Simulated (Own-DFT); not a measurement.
# Response to strain: wurtzite AlN, 72 atoms (Al36N36)

These are calculations, not measurements. They come from Own-DFT, an in-house plane-wave density functional program, since retired, whose code no person has reviewed. Each row is one single-point run on a periodic cell that was not relaxed, without spin or spin-orbit coupling.

Settings of every run: PBE; PseudoDojo norm-conserving scalar-relativistic files; cutoff 42 hartree; 3 x 3 x 2 k mesh centred on Gamma; Fermi-Dirac smearing of 0.1 eV.

Known limits: forces on such cells moved up to 12 meV/angstrom on a denser k mesh; stress not checked against mesh or cutoff.

Unstrained cell vectors in Å: (9.336, 0.000, 0.000); (-4.668, 8.085, 0.000); (0.000, 0.000, 9.964). The unstrained cell has measured lattice constants (interpolated for alloys), not those of this functional. That, the random moves and any unrelaxed bonds set the pressure at no strain. Each run strains this cell uniformly, with the atoms carried along. Every atom was also moved at random, by a Gaussian of width 0.05 Å on each axis. Strain is the symmetric tensor, in per cent. Stress is positive in tension, and the pressure is minus a third of its trace.

| run | e_xx (%) | e_yy (%) | e_zz (%) | s_xx (GPa) | s_yy (GPa) | s_zz (GPa) | P (GPa) | E (meV/atom) |
|---|---|---|---|---|---|---|---|---|
| 1 | -2.25 | -2.25 | 0.00 | -19.99 | -21.24 | -8.12 | 16.45 | 52.8 |
| 2 | 1.50 | 1.50 | 0.00 | 2.42 | 2.81 | -2.27 | -0.99 | 0.0 |
| 3 | 0.75 | 0.75 | 0.00 | -0.54 | -1.36 | -5.01 | 2.30 | 16.7 |
| 4 | 2.75 | 2.75 | 0.00 | 7.73 | 7.19 | -0.44 | -4.83 | 25.8 |
| 5 | 2.00 | 2.00 | 0.00 | 5.18 | 5.84 | -5.17 | -1.95 | 17.5 |
| 6 | -3.00 | -3.00 | 0.00 | -25.42 | -29.21 | -9.83 | 21.49 | 97.2 |
| 7 | -1.75 | -1.75 | 0.00 | -20.08 | -16.34 | -6.59 | 14.34 | 66.3 |
| 8 | -2.00 | -2.00 | 0.00 | -21.06 | -17.01 | -8.48 | 15.52 | 58.5 |
| 9 | -1.25 | -1.25 | 0.00 | ? | ? | ? | ? | ? |

E is the free energy for each atom above the lowest run shown.

## Worked fit

The change of volume is close to e_xx + e_yy + e_zz. A straight line through the runs shown gives P = 6.76 - 227 x (fractional change of volume) GPa, with an error of 8 on the slope and a scatter of 0.93 GPa. The strain isn't the same on all axes and the cell isn't cubic, so the slope belongs to this path and is not the bulk modulus.

## Withheld run

Question: what pressure should run 9 give? Its volume changes by -2.48 %.

The line gives 12.4 GPa. The calculation gave 11.08 GPa.
